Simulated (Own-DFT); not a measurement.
# Strain and stress in C40 NbSi2, 36 atoms (Nb12Si24)

Calculated results; nothing here was measured. They come from Own-DFT, an in-house plane-wave density functional program, since retired, whose code no person has reviewed. Each row is one single-point run on a periodic cell that was not relaxed, without spin or spin-orbit coupling.

Settings of every run: PBE; PseudoDojo norm-conserving scalar-relativistic files; cutoff 42 hartree; 4 x 4 x 5 k mesh centred on Gamma; cold (Marzari-Vanderbilt) smearing of 0.2 eV.

Known limits: forces on such cells failed a check on a denser k mesh; stress not checked against mesh or cutoff.

Unstrained cell vectors in Å: (0.000, 8.324, 0.000); (-9.613, 0.000, 0.000); (0.000, 0.000, 6.586). The unstrained cell was taken from the Materials Project. The random moves and any unrelaxed bonds add to the pressure at no strain. Each run strains this cell uniformly, with the atoms carried along. Every atom was also moved at random, by a Gaussian of width 0.05 Å on each axis. Strain is the symmetric tensor, in per cent. Stress is positive in tension, and the pressure is minus a third of its trace.

```
run  e_xx (%)  e_yy (%)  e_zz (%)  e_yz (%)  e_xz (%)  e_xy (%)  s_xx (GPa)  s_yy (GPa)  s_zz (GPa)  s_yz (GPa)  s_xz (GPa)  s_xy (GPa)  P (GPa)  E (meV/atom)
  1      0.63     -0.72     -0.28     -0.93      1.97      1.40       -1.50       -4.78       -5.83       -3.37        6.62        4.27     4.04          24.0
  2     -0.92     -1.07      1.83      0.92      1.54      1.89       -5.48       -5.03        2.37        2.51        4.35        5.93     2.71          14.7
  3      0.29      1.13      0.60      1.77     -1.70      1.85       -0.22        2.44       -0.17        5.18       -5.03        5.09    -0.68          11.5
  4     -0.58      0.47     -1.80      0.45     -0.94      1.75       -5.78       -2.85      -12.99        0.90       -3.73        5.71     7.21          26.3
  5      0.86      2.00      0.06      0.04      1.06      0.76        1.67        5.28       -1.45        0.51        2.54        2.60    -1.83           6.8
  6      0.21     -0.01      0.98      1.02      0.61     -0.99       -1.15       -1.61        0.13        3.46        1.00       -2.95     0.88          13.6
  7     -0.10      0.61      1.98      1.53     -1.41      0.50       -0.68        1.59        4.83        5.17       -4.26        1.39    -1.91           6.4
  8     -0.56      0.35      0.22     -1.56     -1.26      1.43       -4.88       -2.17       -3.07       -5.30       -3.76        4.02     3.37          24.8
  9      1.34     -1.44      1.66     -0.84     -0.09     -0.04        2.53       -5.39        3.10       -2.31       -0.37        0.37    -0.08          11.4
 10     -0.57     -1.17     -0.71     -0.69      1.34      0.40       -5.90       -7.74       -8.93       -1.48        4.15        0.81     7.52          15.6
 11      1.52     -0.75     -1.13     -1.03     -0.59     -1.90        1.21       -4.88       -8.72       -2.88       -2.44       -5.54     4.13          23.8
 12      0.88      0.44      1.57      0.37      0.51     -1.51        1.40        1.42        4.20        0.63        1.85       -4.25    -2.34           4.4
 13     -1.53     -1.03      0.29     -1.69     -1.13      0.47       -8.68       -7.67       -5.34       -6.15       -4.90        1.46     7.23          28.8
 14      0.25      0.52     -1.92      0.02     -1.67     -1.57       -3.80       -2.18      -13.09        0.08       -5.99       -4.54     6.36          39.9
 15     -0.54      0.90      1.49     -1.66     -0.73     -1.28       -2.30        1.72        3.29       -5.00       -1.62       -3.39    -0.91           0.0
 16     -0.26     -0.49      0.62     -0.40     -0.61      0.24           ?           ?           ?           ?           ?           ?        ?             ?
```

E is the free energy for each atom above the lowest run shown.

## Worked fit

Each stress component was fitted by least squares to a constant and the strains of the runs shown, as fractions, with shears doubled. Shear strains stay in the fit of a normal stress only where such slopes are resolved. The slopes, in GPa:

```
stress,at no strain,per e_xx,per e_yy,per e_zz,scatter
s_xx,-2.8,350 ± 12,70 ± 10,89 ± 8,0.39
s_yy,-2.5,86 ± 9,360 ± 8,93 ± 6,0.30
s_zz,-4.4,85 ± 10,90 ± 9,466 ± 7,0.32
```

Each shear stress against twice its own strain: yz 159 ± 7, xz 156 ± 8, xy 147 ± 4 GPa. These are stiffnesses along x, y and z of the frame in which the cell vectors are given, which need not be the crystal's axes. The atoms are held to the strained lattice; where symmetry lets them move under strain, relaxing them would lower some slopes. The table should be nearly symmetric about its diagonal, and what it lacks of that shows the noise. A ninth of its sum, 188 ± 7 GPa, estimates the bulk modulus near the mean pressure of these runs, 2.4 GPa, so it lies above the value at zero pressure.

## Withheld run

Question: what normal stresses and pressure should run 16 give?

The fit gives s_xx = -3.5, s_yy = -3.9, s_zz = -2.1 and P = 3.2 GPa. The calculation gave -2.72, -3.88, -1.56 and P = 2.72 GPa.
